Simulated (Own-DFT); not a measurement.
# Strain and stress in diamond-structure GeSn with randomly placed atoms, 64 atoms (Ge56Sn8)

Calculated results; nothing here was measured. The program, named Own-DFT, is a retired in-house plane-wave density functional code that no person has reviewed. Each row is one single-point run on a periodic cell that was not relaxed, without spin or spin-orbit coupling.

Settings of every run: PBE; PseudoDojo norm-conserving scalar-relativistic files; cutoff 49 hartree; 3 x 3 x 3 k mesh centred on Gamma; Fermi-Dirac smearing of 0.1 eV.

Known limits: forces on such cells moved up to 12 meV/angstrom on a denser k mesh; stress not checked against mesh or cutoff.

Unstrained cell vectors in Å: (11.524, 0.000, 0.000); (0.000, 11.524, 0.000); (0.000, 0.000, 11.524). The unstrained cell has measured lattice constants (interpolated for alloys), not those of this functional. That, the random moves and any unrelaxed bonds set the pressure at no strain. Each run strains this cell uniformly, with the atoms carried along. Every atom was also moved at random, by a Gaussian of width 0.05 Å on each axis. The random placing of the alloy's atoms differs from row to row. Strain is the symmetric tensor, in per cent. Stress is positive in tension, and the pressure is minus a third of its trace.

| run | e_xx (%) | e_yy (%) | e_zz (%) | s_xx (GPa) | s_yy (GPa) | s_zz (GPa) | P (GPa) | E (meV/atom) |
|---|---|---|---|---|---|---|---|---|
| 1 | 0.75 | 0.75 | 0.00 | -3.87 | -3.87 | -4.13 | 3.96 | 0.0 |
| 2 | -2.25 | -2.25 | 0.00 | -9.79 | -9.72 | -8.31 | 9.27 | 87.2 |
| 3 | -2.00 | -2.00 | 0.00 | -8.99 | -8.98 | -8.09 | 8.69 | 73.9 |
| 4 | 1.00 | 1.00 | 0.00 | -3.58 | -3.70 | -4.12 | 3.80 | 13.3 |
| 5 | -0.75 | -0.75 | 0.00 | -6.61 | -6.73 | -6.32 | 6.56 | 48.3 |
| 6 | 2.50 | 2.50 | 0.00 | -1.50 | -1.55 | -2.78 | 1.94 | 3.9 |
| 7 | 1.25 | 1.25 | 0.00 | -3.18 | -3.42 | -3.91 | 3.50 | 14.5 |
| 8 | -3.00 | -3.00 | 0.00 | -11.11 | -11.00 | -9.25 | 10.45 | 92.1 |
| 9 | -0.25 | -0.25 | 0.00 | ? | ? | ? | ? | ? |

E is the free energy for each atom above the lowest run shown.

## Worked fit

The change of volume is close to e_xx + e_yy + e_zz. A straight line through the runs shown gives P = 5.55 - 80 x (fractional change of volume) GPa, with an error of 3 on the slope and a scatter of 0.28 GPa. The strain isn't the same on all axes, but the crystal is cubic, so the slope still estimates the bulk modulus, averaged over pressures from 1.9 to 10.5 GPa.

## Withheld run

Question: what pressure should run 9 give? Its volume changes by -0.50 %.

The line gives 5.9 GPa. The calculation gave 5.62 GPa.
